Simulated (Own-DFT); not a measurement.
Simulation results for GaN (wurtzite, strained, atoms displaced)

A calculation, not a measurement: plane-wave PBE density functional theory by an unreviewed code, no spin, of a simulated periodic cell, stress positive in tension, free energy of the whole cell less one offset for each atom, forces on such cells passed a denser k mesh, this cell's mesh not checked; offsets are fitted by least squares, one for each functional and potential file, so energies compare only between cells with the same atoms and settings and are not formation energies; the far tail of each file's local potential was reset to the Coulomb form; each entry is a single point on an unrelaxed cell, so the pressure reflects the starting lattice, mostly measured values (interpolated for alloys), from which strain is counted, and rises with the displacements; printed positions are rounded, which can move forces by about a meV/angstrom; the program, named Own-DFT, is a retired in-house code; no spin-orbit coupling. Program: Own-DFT development build.

Common to all runs: functional PBE; potential files PseudoDojo norm-conserving, scalar-relativistic, standard set with the stringent files for Ga; wave cutoff 96 hartree; occupations Gaussian; smearing width 0.01 eV; k mesh 3 x 4 x 3 centred on Gamma.

(1) GaN (wurtzite, strained, atoms displaced)

```
GaN
1.0
     12.7560     0.0000     0.0000
     -4.7835     8.2853     0.0000
      0.0000     0.0000    10.4737
Ga N Ga N Ga N Ga N Ga N Ga N Ga N Ga N Ga N Ga N Ga N Ga N Ga N Ga N Ga N Ga N Ga N Ga N Ga N Ga N Ga N Ga N Ga N Ga N
2 2 2 2 2 2 2 2 2 2 2 2 2 2 2 2 2 2 2 2 2 2 2 2 2 2 2 2 2 2 2 2 2 2 2 2 2 2 2 2 2 2 2 2 2 2 2 2
Direct
  0.08286 0.21329 0.00225
  0.16742 0.10613 0.26128
  0.08006 0.21769 0.17809
  0.15769 0.11091 0.43519
  0.08305 0.21713 0.49600
  0.16433 0.10645 0.75332
  0.08698 0.23128 0.69266
  0.17166 0.11298 0.94193
  0.08196 0.55892 0.00616
  0.17098 0.44708 0.24034
  0.08261 0.55171 0.18342
  0.17125 0.44599 0.44176
  0.07613 0.54851 0.50855
  0.16259 0.44103 0.74629
  0.08813 0.56452 0.68746
  0.15783 0.44268 0.93945
  0.07943 0.87574 0.99795
  0.16510 0.77117 0.24245
  0.08070 0.88554 0.19115
  0.16783 0.76361 0.44054
  0.08824 0.90589 0.49700
  0.16991 0.76912 0.74715
  0.09104 0.89403 0.69042
  0.16783 0.77473 0.94100
  0.32967 0.21363 0.00294
  0.41040 0.10678 0.25334
  0.33405 0.21959 0.19141
  0.42198 0.11805 0.43721
  0.32853 0.20775 0.49814
  0.42183 0.10601 0.75336
  0.33015 0.21638 0.69520
  0.41945 0.10870 0.93757
  0.33714 0.55314 0.00579
  0.42064 0.44076 0.25850
  0.33387 0.55248 0.18173
  0.42034 0.44965 0.43188
  0.33123 0.54845 0.49662
  0.41795 0.44033 0.74657
  0.33566 0.55393 0.69000
  0.41279 0.44865 0.94069
  0.32905 0.88206 0.00154
  0.41591 0.77724 0.25199
  0.33591 0.88862 0.19129
  0.42463 0.77628 0.44109
  0.33483 0.88729 0.50008
  0.41373 0.78136 0.74719
  0.33234 0.88111 0.68296
  0.42040 0.78149 0.93750
  0.57824 0.21057 0.00230
  0.66006 0.10768 0.25784
  0.58613 0.22614 0.19170
  0.66349 0.10531 0.43705
  0.58658 0.21653 0.49843
  0.65797 0.10073 0.75081
  0.58132 0.21419 0.68824
  0.66512 0.11339 0.93466
  0.58496 0.55347 0.00033
  0.67332 0.44303 0.24773
  0.58931 0.54440 0.19052
  0.65647 0.44093 0.44006
  0.57639 0.55019 0.49877
  0.66921 0.45082 0.75023
  0.58468 0.54729 0.68753
  0.66250 0.44377 0.94207
  0.57932 0.88824 0.99315
  0.66517 0.77885 0.24285
  0.57866 0.89247 0.18741
  0.66649 0.78564 0.43423
  0.58593 0.89094 0.50447
  0.66805 0.77181 0.75664
  0.58522 0.89133 0.68219
  0.65610 0.76799 0.93854
  0.83313 0.21563 0.00649
  0.91709 0.11304 0.25391
  0.83659 0.22308 0.18445
  0.91700 0.11071 0.43554
  0.82335 0.21300 0.49455
  0.91489 0.11289 0.75496
  0.82728 0.22256 0.67968
  0.91629 0.10752 0.93757
  0.83129 0.55411 0.00497
  0.92066 0.44900 0.25177
  0.83629 0.55384 0.18817
  0.91167 0.44228 0.43267
  0.83258 0.54271 0.49458
  0.91331 0.44125 0.74810
  0.83668 0.56321 0.68823
  0.90689 0.42860 0.93017
  0.82796 0.87956 0.00053
  0.92383 0.77442 0.25418
  0.83248 0.89378 0.18782
  0.92551 0.78860 0.43932
  0.83245 0.88255 0.50588
  0.92202 0.78683 0.75140
  0.84013 0.89145 0.69242
  0.91139 0.78044 0.94812
```

The calculation gives: free energy of cell above offsets -5.173 eV; pressure 5.06 GPa; stress xx -6.29 GPa; stress yy -4.79 GPa; stress zz -4.09 GPa; stress yz -0.8 GPa; stress xz 0.25 GPa; stress xy 0.67 GPa.

Force:
| element | x (eV/Å) | y (eV/Å) | z (eV/Å) |
| --- | --- | --- | --- |
| Ga | -0.553 | 0.939 | -1.401 |
| Ga | -0.796 | 0.563 | -3.516 |
| N | 0.836 | 0.241 | 2.852 |
| N | 2.552 | 0.825 | 0.684 |
| Ga | -2.121 | 1.896 | 1.509 |
| Ga | -0.004 | 1.219 | 0.533 |
| N | -0.166 | -2.494 | -1.247 |
| N | -0.822 | -1.69 | -0.494 |
| Ga | -0.124 | -1.874 | -2.142 |
| Ga | -0.256 | -1.152 | 0.981 |
| N | -0.046 | 0.323 | 1.217 |
| N | -1.494 | -0.929 | -1.233 |
| Ga | 0.898 | 0.122 | -1.471 |
| Ga | 0.879 | 1.508 | 1.516 |
| N | -0.758 | -2.501 | 0.206 |
| N | 1.236 | 0.065 | -0.109 |
| Ga | -0.506 | 1.725 | 0.548 |
| Ga | 0.244 | 0.455 | 1.648 |
| N | 1.407 | 0.429 | -0.679 |
| N | -1.127 | 1.732 | -0.862 |
| Ga | 1.211 | -3.53 | 1.395 |
| Ga | -0.916 | 2.048 | 0.763 |
| N | -0.365 | -0.829 | -0.412 |
| N | -0.575 | -0.026 | -0.824 |
| Ga | 0.789 | 1.464 | -0.147 |
| Ga | 1.413 | 0.567 | -0.435 |
| N | -0.731 | -0.124 | 0.134 |
| N | -0.422 | -1.52 | 0.248 |
| Ga | -0.138 | 1.746 | 1.195 |
| Ga | -1.401 | 0.062 | -0.496 |
| N | 0.772 | -0.199 | -1.382 |
| N | -1.114 | -0.668 | 0.428 |
| Ga | -1.867 | 0.419 | -1.992 |
| Ga | 0.056 | 0.39 | -2.68 |
| N | 0.655 | 0.466 | 2.136 |
| N | -0.982 | -1.767 | 1.933 |
| Ga | 0.427 | 1.194 | 1.143 |
| Ga | -0.695 | 0.197 | 1.07 |
| N | -0.337 | 0.127 | -0.571 |
| N | 2.026 | -1.559 | -0.627 |
| Ga | 1.193 | 0.736 | 0.148 |
| Ga | 0.528 | -0.493 | 0.34 |
| N | -0.853 | -0.278 | -0.53 |
| N | -1.469 | -0.045 | -0.512 |
| Ga | 0.347 | -0.562 | -0.819 |
| Ga | 1.834 | -1.457 | 0.419 |
| N | -0.576 | 1.315 | 0.569 |
| N | -1.553 | -0.881 | -0.479 |
| Ga | 0.445 | 1.507 | 0.459 |
| Ga | 0.931 | 0.3 | -1.905 |
| N | -0.475 | -1.246 | -0.346 |
| N | -0.272 | 0.226 | 0.051 |
| Ga | -1.134 | 1.057 | 0.841 |
| Ga | 1.087 | 1.337 | 0.036 |
| N | -0.017 | 1.137 | -0.467 |
| N | 0.807 | -0.728 | 0.443 |
| Ga | -1.358 | -0.891 | 0.762 |
| Ga | -0.531 | -0.157 | 1.045 |
| N | -1.897 | 1.476 | -0.49 |
| N | 2.281 | -0.096 | -0.458 |
| Ga | 0.941 | 1.616 | 0.298 |
| Ga | 1.171 | -1.38 | 0.511 |
| N | -1.158 | 1.165 | -0.363 |
| N | 1.085 | -0.617 | -0.69 |
| Ga | 0.616 | 0.789 | 1.217 |
| Ga | 0.178 | -0.214 | 0.697 |
| N | 0.794 | -0.498 | -0.619 |
| N | 1.034 | -1.073 | 0.472 |
| Ga | 0.195 | -0.861 | -0.852 |
| Ga | -0.563 | 0.284 | -1.295 |
| N | 0.334 | -1.285 | 1.702 |
| N | 0.973 | 1.097 | 0.129 |
| Ga | -0.337 | 0.049 | -1.341 |
| Ga | 0.146 | -0.295 | -1.055 |
| N | -0.939 | 0.13 | 1.818 |
| N | -0.299 | -0.101 | 0.95 |
| Ga | 1.777 | 0.641 | 0.552 |
| Ga | -0.083 | 0.663 | -0.794 |
| N | 0.611 | -0.409 | 0.606 |
| N | -0.274 | -0.603 | 0.232 |
| Ga | 0.211 | -0.841 | -1.245 |
| Ga | 0.11 | -1.241 | -0.937 |
| N | 0.289 | 0.51 | 0.392 |
| N | 1.508 | -0.918 | 0.498 |
| Ga | -2.333 | 2.064 | 1.247 |
| Ga | -0.034 | 0.133 | -0.023 |
| N | 0.108 | -0.347 | -0.415 |
| N | 0.145 | 1.815 | 1.422 |
| Ga | -1.332 | 1.596 | 0.822 |
| Ga | -2.352 | 0.337 | -0.085 |
| N | 0.704 | -0.909 | 0.027 |
| N | -0.524 | -1.585 | 0.053 |
| Ga | -0.534 | 0.363 | -0.96 |
| Ga | 0.791 | -0.96 | 0.322 |
| N | -1.334 | -0.014 | -0.206 |
| N | 1.969 | -1.214 | -1.613 |

(2) GaN (wurtzite, strained, atoms displaced)

```
GaN
1.0
     12.7560     0.0000     0.0000
     -4.7835     8.2853     0.0000
      0.0000     0.0000    10.4737
Ga N Ga N Ga N Ga N Ga N Ga N Ga N Ga N Ga N Ga N Ga N Ga N Ga N Ga N Ga N Ga N Ga N Ga N Ga N Ga N Ga N Ga N Ga N Ga N
2 2 2 2 2 2 2 2 2 2 2 2 2 2 2 2 2 2 2 2 2 2 2 2 2 2 2 2 2 2 2 2 2 2 2 2 2 2 2 2 2 2 2 2 2 2 2 2
Direct
  0.08166 0.22805 0.99551
  0.16594 0.10832 0.24536
  0.09082 0.22615 0.19031
  0.17514 0.11478 0.43812
  0.08442 0.22522 0.51257
  0.17686 0.10991 0.75299
  0.08455 0.22185 0.68516
  0.16342 0.10597 0.94026
  0.08759 0.55072 0.00403
  0.16451 0.45228 0.25372
  0.08890 0.55818 0.19313
  0.16318 0.43587 0.44270
  0.08999 0.56971 0.50367
  0.17065 0.44024 0.74770
  0.07835 0.55852 0.67697
  0.16711 0.44764 0.94195
  0.08440 0.89392 0.00090
  0.16295 0.77421 0.25293
  0.08578 0.89157 0.18331
  0.16579 0.78149 0.44635
  0.08362 0.89613 0.49554
  0.17500 0.78315 0.75647
  0.06820 0.88556 0.68844
  0.16734 0.77128 0.94380
  0.33426 0.22055 0.99833
  0.42055 0.11301 0.25386
  0.33558 0.22180 0.19206
  0.41729 0.10574 0.43943
  0.32850 0.22241 0.50155
  0.41892 0.11461 0.74516
  0.33862 0.22910 0.68871
  0.41463 0.11067 0.94291
  0.32843 0.54757 0.99547
  0.41397 0.44129 0.25570
  0.33713 0.56186 0.19345
  0.42114 0.44937 0.43621
  0.33447 0.54968 0.49825
  0.41073 0.43502 0.75574
  0.33508 0.55588 0.68788
  0.41898 0.45458 0.93560
  0.33376 0.89761 0.00637
  0.41655 0.77821 0.24944
  0.33562 0.88503 0.18381
  0.41767 0.77784 0.44521
  0.34126 0.89571 0.50156
  0.42483 0.77555 0.74427
  0.33262 0.89200 0.69306
  0.41772 0.77898 0.94498
  0.57989 0.21544 0.99216
  0.67131 0.10532 0.25218
  0.58228 0.22603 0.19369
  0.66074 0.11715 0.44497
  0.58074 0.21115 0.49849
  0.66881 0.11485 0.74457
  0.58179 0.22918 0.68996
  0.66378 0.10770 0.93304
  0.57784 0.54915 0.00179
  0.66768 0.44689 0.26327
  0.58219 0.56014 0.18149
  0.66336 0.43962 0.43890
  0.57858 0.54746 0.49500
  0.66413 0.44252 0.75053
  0.58025 0.55571 0.68436
  0.66366 0.43745 0.94177
  0.58042 0.88178 0.00197
  0.66497 0.77535 0.24821
  0.57801 0.88291 0.18127
  0.66540 0.77395 0.43170
  0.58613 0.89481 0.50381
  0.66310 0.77677 0.74868
  0.58372 0.88209 0.69045
  0.66852 0.79417 0.94386
  0.82886 0.21980 0.00322
  0.92216 0.10601 0.24549
  0.83188 0.22436 0.18976
  0.92221 0.10397 0.43390
  0.83366 0.23015 0.50386
  0.91920 0.11073 0.75580
  0.83059 0.21870 0.67786
  0.91734 0.10907 0.94277
  0.83650 0.56501 0.99615
  0.92112 0.45146 0.25684
  0.83594 0.56113 0.18280
  0.91833 0.44593 0.43714
  0.83232 0.54968 0.49638
  0.91897 0.44367 0.75495
  0.83722 0.55509 0.69253
  0.91724 0.44140 0.93427
  0.83598 0.88580 0.00506
  0.91126 0.77543 0.25743
  0.83541 0.88253 0.18932
  0.91024 0.77331 0.43273
  0.82884 0.88340 0.50293
  0.91807 0.77786 0.75269
  0.83250 0.88882 0.68176
  0.91472 0.77354 0.93700
```

Results for GaN (wurtzite, strained, atoms displaced): free energy of cell above offsets -5.067 eV; pressure 5.18 GPa; stress xx -5.57 GPa; stress yy -5.74 GPa; stress zz -4.22 GPa; stress yz 0.23 GPa; stress xz 0.45 GPa; stress xy -0.27 GPa.

Force:
| element | x (eV/Å) | y (eV/Å) | z (eV/Å) |
| --- | --- | --- | --- |
| Ga | 0.898 | -0.754 | 1.29 |
| Ga | 0.623 | 0.568 | 0.704 |
| N | -1.013 | 0.349 | -1.032 |
| N | -1.984 | -0.433 | -0.432 |
| Ga | -0.179 | -1.097 | -3.052 |
| Ga | -1.957 | -0.95 | -0.33 |
| N | 0.518 | -0.2 | 2.831 |
| N | 0.308 | 1.609 | -0.666 |
| Ga | -1.918 | 0.774 | 0.093 |
| Ga | 2.43 | -1.393 | 0.697 |
| N | -1.661 | -0.078 | -0.806 |
| N | 0.021 | 1.634 | -0.301 |
| Ga | 0.093 | -1.742 | -1.139 |
| Ga | -1.472 | 1.018 | -0.137 |
| N | 1.465 | -0.048 | 3.228 |
| N | 0.454 | -1.022 | -1.574 |
| Ga | 0.274 | -1.741 | -0.124 |
| Ga | 0.606 | 1.439 | 0.035 |
| N | -0.384 | -0.748 | 1.096 |
| N | 0.656 | 0.907 | -1.458 |
| Ga | -0.569 | -0.787 | 0.938 |
| Ga | -1.865 | -1.261 | -0.371 |
| N | 3.865 | 1.919 | -0.711 |
| N | -0.65 | 0.802 | -0.407 |
| Ga | -0.537 | 0.678 | 1.159 |
| Ga | -0.252 | -0.61 | -0.565 |
| N | -0.231 | -0.028 | -0.698 |
| N | -0.968 | 1.221 | 0.212 |
| Ga | 2.066 | 0.548 | -0.286 |
| Ga | 0.132 | -0.506 | 1.142 |
| N | -0.296 | -1.355 | -0.43 |
| N | -0.197 | 0.327 | -1.553 |
| Ga | 0.416 | 2.168 | 1.672 |
| Ga | 0.115 | 0.562 | -1.541 |
| N | -0.524 | -1.484 | -0.627 |
| N | -0.784 | -1.537 | 0.476 |
| Ga | -0.91 | 0.684 | 0.167 |
| Ga | 0.748 | 2.34 | -0.857 |
| N | 0.07 | -0.589 | -0.099 |
| N | -0.075 | -1.941 | 0.341 |
| Ga | 0.848 | -1.606 | -1.006 |
| Ga | 0.172 | 0.143 | 0.49 |
| N | -1.179 | 0.64 | 1.974 |
| N | 0.15 | -0.143 | -0.677 |
| Ga | -1.069 | -1.385 | 0.466 |
| Ga | -2.049 | 0.036 | 1.89 |
| N | 1.342 | 0.192 | -0.77 |
| N | -0.832 | -0.557 | -1.429 |
| Ga | 0.571 | 0.577 | 1.781 |
| Ga | -1.802 | 0.256 | -0.245 |
| N | 1.248 | -0.298 | -0.662 |
| N | 3.708 | -1.69 | -1.417 |
| Ga | -2.529 | 2.355 | 1.15 |
| Ga | -0.294 | -0.435 | 0.727 |
| N | 0.899 | -1.266 | -0.807 |
| N | 0.305 | 0.086 | 0.101 |
| Ga | 1.128 | 1.274 | -0.401 |
| Ga | -0.03 | -0.131 | -3.281 |
| N | 0.348 | -0.994 | 1.677 |
| N | 0.354 | -0.091 | 1.292 |
| Ga | 0.86 | 1.416 | 1.153 |
| Ga | 0.324 | 1.456 | 0.254 |
| N | 0.075 | -0.435 | 0.463 |
| N | -0.219 | 1.009 | -0.776 |
| Ga | -1.207 | 1.255 | -0.412 |
| Ga | -0.167 | 0.287 | -0.437 |
| N | 0.905 | 1.055 | 1.943 |
| N | -0.55 | 0.295 | 0.884 |
| Ga | 0.479 | -1.027 | -0.612 |
| Ga | 1.68 | -0.342 | 0.992 |
| N | -0.404 | 1.926 | -1.046 |
| N | 2.346 | -2.367 | -1.405 |
| Ga | -0.138 | 0.137 | -0.305 |
| Ga | -0.593 | 0.641 | 0.75 |
| N | 1.276 | 0.016 | 0.085 |
| N | -1.165 | 0.62 | 0.556 |
| Ga | 1.138 | -1.04 | -2.082 |
| Ga | -0.576 | -0.518 | -0.959 |
| N | 0.738 | 0.317 | 2.602 |
| N | -0.452 | 0.188 | -0.433 |
| Ga | 0.038 | -2.325 | 0.685 |
| Ga | -0.66 | -0.548 | -1.46 |
| N | 0.153 | -0.626 | 1.016 |
| N | 0.274 | 0.219 | 0.347 |
| Ga | -0.309 | 0.75 | 1.298 |
| Ga | -0.166 | -0.011 | -1.286 |
| N | -0.996 | -0.403 | -0.751 |
| N | 0.268 | 0.195 | 1.46 |
| Ga | -0.827 | -0.107 | -0.437 |
| Ga | 1.31 | -0.182 | -1.721 |
| N | -1.124 | 0.826 | -0.399 |
| N | 0.914 | 0.042 | 1.776 |
| Ga | 0.132 | 0.545 | -1.124 |
| Ga | -1.987 | -1.016 | -0.092 |
| N | -0.194 | -0.062 | 1.841 |
| N | 0.2 | 1.604 | -0.104 |

(3) GaN (wurtzite, strained, atoms displaced)

```
GaN
1.0
     12.7560     0.0000     0.0000
     -4.7835     8.2853     0.0000
      0.0000     0.0000    10.4737
Ga N Ga N Ga N Ga N Ga N Ga N Ga N Ga N Ga N Ga N Ga N Ga N Ga N Ga N Ga N Ga N Ga N Ga N Ga N Ga N Ga N Ga N Ga N Ga N
2 2 2 2 2 2 2 2 2 2 2 2 2 2 2 2 2 2 2 2 2 2 2 2 2 2 2 2 2 2 2 2 2 2 2 2 2 2 2 2 2 2 2 2 2 2 2 2
Direct
  0.07769 0.21218 0.00199
  0.16688 0.10931 0.24186
  0.08800 0.22359 0.19264
  0.16289 0.11430 0.43887
  0.07852 0.21952 0.49430
  0.17082 0.11676 0.75675
  0.08078 0.22780 0.69109
  0.16926 0.11477 0.93790
  0.09501 0.56388 0.99314
  0.16999 0.43279 0.24764
  0.08380 0.56337 0.19173
  0.16623 0.44713 0.44259
  0.08694 0.56364 0.49822
  0.16568 0.44061 0.74586
  0.07796 0.55000 0.69088
  0.15818 0.43278 0.93536
  0.07858 0.88524 0.99827
  0.16780 0.78251 0.25207
  0.07647 0.88586 0.17917
  0.16053 0.77606 0.43871
  0.08136 0.88581 0.49953
  0.17428 0.79537 0.74674
  0.08197 0.89101 0.69056
  0.17283 0.78083 0.94476
  0.32922 0.21626 0.99368
  0.41953 0.10853 0.25185
  0.32503 0.21337 0.18745
  0.41610 0.11618 0.44138
  0.33664 0.22210 0.50061
  0.41483 0.11473 0.74901
  0.34425 0.23071 0.68501
  0.41854 0.11447 0.94303
  0.33493 0.55392 0.99251
  0.41003 0.44974 0.25174
  0.33071 0.55767 0.19390
  0.41918 0.44280 0.44995
  0.32955 0.55287 0.50019
  0.42440 0.44566 0.74968
  0.32909 0.56564 0.68983
  0.42471 0.44415 0.93709
  0.33538 0.88704 0.99273
  0.41516 0.77540 0.25041
  0.32573 0.88431 0.19739
  0.41555 0.77370 0.43797
  0.33228 0.89679 0.50121
  0.41862 0.78155 0.74528
  0.32591 0.87376 0.68757
  0.42013 0.77651 0.93857
  0.58868 0.22964 0.99683
  0.65862 0.10626 0.24717
  0.58951 0.23267 0.18728
  0.66048 0.10890 0.44052
  0.58953 0.23111 0.49104
  0.66640 0.11554 0.75673
  0.57898 0.21800 0.69295
  0.66974 0.11487 0.93545
  0.58010 0.54918 0.99608
  0.65996 0.44397 0.25454
  0.58991 0.55464 0.18451
  0.66139 0.44502 0.44003
  0.58398 0.55731 0.49967
  0.66739 0.44837 0.74952
  0.58726 0.56267 0.68019
  0.67076 0.44752 0.93626
  0.58173 0.88419 0.99465
  0.67354 0.77666 0.25047
  0.58156 0.87941 0.19305
  0.66945 0.78137 0.43542
  0.57668 0.89674 0.49245
  0.66729 0.78025 0.74816
  0.57875 0.88488 0.69169
  0.67267 0.77327 0.93323
  0.83317 0.22360 0.00252
  0.91955 0.11574 0.24402
  0.82898 0.22615 0.19107
  0.91165 0.11286 0.44380
  0.83905 0.21864 0.50310
  0.91610 0.10762 0.75033
  0.83515 0.22733 0.69213
  0.91888 0.11662 0.93087
  0.83343 0.56014 0.00130
  0.91225 0.44271 0.24777
  0.83088 0.54831 0.19490
  0.90900 0.44173 0.44089
  0.83423 0.55766 0.50485
  0.92055 0.44456 0.75416
  0.82852 0.55264 0.69051
  0.91173 0.44080 0.94020
  0.82774 0.88973 0.99825
  0.91575 0.77669 0.25041
  0.83606 0.89438 0.18702
  0.91662 0.78147 0.43960
  0.82769 0.87793 0.49802
  0.91786 0.77780 0.75573
  0.83516 0.89072 0.68650
  0.91274 0.77286 0.93310
```

The calculation gives: free energy of cell above offsets -5.676 eV; pressure 5.11 GPa; stress xx -7.17 GPa; stress yy -6.46 GPa; stress zz -1.68 GPa; stress yz -0.12 GPa; stress xz 0.25 GPa; stress xy -0.63 GPa.

Force:
| element | x (eV/Å) | y (eV/Å) | z (eV/Å) |
| --- | --- | --- | --- |
| Ga | 0.055 | 1.026 | -0.202 |
| Ga | -0.33 | -1.226 | 1.641 |
| N | -1.01 | -1.188 | -1.387 |
| N | 1.251 | -0.638 | -0.487 |
| Ga | 0.049 | 0.457 | 1.3 |
| Ga | -0.782 | 0.276 | -1.902 |
| N | 1.362 | -1.501 | -0.875 |
| N | -0.705 | -0.991 | 0.207 |
| Ga | -1.756 | -1.456 | 1.511 |
| Ga | -2.456 | 2.438 | 1.196 |
| N | 0.818 | -1.331 | -0.629 |
| N | -0.011 | -0.591 | -1.047 |
| Ga | -0.936 | -1.77 | 0.738 |
| Ga | -0.74 | 0.959 | 0.397 |
| N | 0.862 | 1.804 | -0.516 |
| N | 1.624 | 0.736 | 0.431 |
| Ga | 0.502 | -0.127 | -0.358 |
| Ga | -1.325 | -1.014 | -0.217 |
| N | 0.554 | 0.351 | 1.21 |
| N | 0.852 | 1.253 | -0.068 |
| Ga | -0.653 | 1.161 | 0.395 |
| Ga | -1.527 | -2.937 | 1.133 |
| N | 0.315 | 0.654 | -0.126 |
| N | -1.123 | 0.668 | -1.664 |
| Ga | 0.907 | 0.839 | 1.611 |
| Ga | -0.863 | 0.401 | -0.51 |
| N | 1.705 | 1.622 | -0.442 |
| N | 1.059 | -0.601 | -0.715 |
| Ga | -1.657 | 0.145 | -0.218 |
| Ga | 1.285 | -0.92 | 0.488 |
| N | -1.807 | -0.8 | 0.666 |
| N | 0.308 | -0.57 | -0.863 |
| Ga | -0.537 | -0.676 | 0.485 |
| Ga | 2.189 | -1.097 | 0.428 |
| N | 0.568 | -0.093 | -1.745 |
| N | -1.192 | 0.428 | -1.798 |
| Ga | 0.541 | 0.201 | 0.735 |
| Ga | -1.137 | 1.139 | -0.623 |
| N | 1.715 | -1.522 | -0.107 |
| N | -2.147 | -0.767 | -0.449 |
| Ga | 0.305 | 0.768 | 1.651 |
| Ga | -0.457 | 0.513 | 0.318 |
| N | 2.108 | 1.099 | -1.453 |
| N | -1.243 | 0.281 | -0.059 |
| Ga | 0.478 | -1.139 | -0.427 |
| Ga | -0.135 | -0.574 | 0.703 |
| N | 0.907 | 2.841 | -0.591 |
| N | -0.763 | -0.223 | -0.413 |
| Ga | -0.155 | -0.352 | 0.369 |
| Ga | 1.031 | 0.106 | 0.527 |
| N | -0.825 | -1.624 | -0.217 |
| N | 0.986 | 1.049 | -1.019 |
| Ga | -0.66 | -0.976 | 1.991 |
| Ga | 0.463 | -0.271 | -1.788 |
| N | 0.268 | 0.719 | -0.872 |
| N | -0.313 | -0.918 | 1.514 |
| Ga | 1.821 | 1.053 | 1.006 |
| Ga | 1.668 | 0.312 | 0.083 |
| N | -2.305 | 0.462 | -0.041 |
| N | 0.965 | 0.81 | -0.34 |
| Ga | -0.276 | 0.74 | -0.282 |
| Ga | -0.175 | -0.662 | -0.125 |
| N | -0.013 | -0.364 | 1.438 |
| N | -0.639 | -0.048 | -0.048 |
| Ga | 1.083 | 0.644 | 0.857 |
| Ga | -0.928 | -0.14 | -0.023 |
| N | -0.188 | 0.645 | -1.178 |
| N | -1.171 | -0.507 | 0.087 |
| Ga | 1.625 | -1.32 | 1.442 |
| Ga | 0.222 | 0.201 | -0.504 |
| N | 0.799 | 1.262 | -0.854 |
| N | -2.02 | -0.203 | 0.291 |
| Ga | 0.182 | 0.262 | -0.086 |
| Ga | -0.986 | 0.058 | 1.319 |
| N | 0.862 | -1.364 | -0.562 |
| N | 1.958 | -1.577 | -1.906 |
| Ga | -2.775 | 1.395 | 0.792 |
| Ga | -0.475 | 0.655 | -0.916 |
| N | -0.19 | -1.158 | -0.311 |
| N | -0.371 | -1.114 | 1.839 |
| Ga | 0.599 | -0.925 | 0.678 |
| Ga | 1.218 | 0.614 | 1.03 |
| N | -1.443 | 1.377 | -0.995 |
| N | 1.124 | 0.155 | -0.35 |
| Ga | -0.255 | -0.311 | -0.236 |
| Ga | -1.234 | -0.061 | -0.002 |
| N | 0.993 | 0.708 | -0.111 |
| N | 0.815 | 1.124 | 0.206 |
| Ga | 1.506 | 0.575 | 0.137 |
| Ga | 0.012 | -0.477 | 0.015 |
| N | 0.284 | -0.114 | -0.43 |
| N | 0.338 | -0.686 | -0.486 |
| Ga | 0.117 | 1.693 | 0.797 |
| Ga | -0.633 | -0.402 | -1.648 |
| N | -0.038 | -0.516 | 0.078 |
| N | 0.105 | 1.167 | 1.48 |
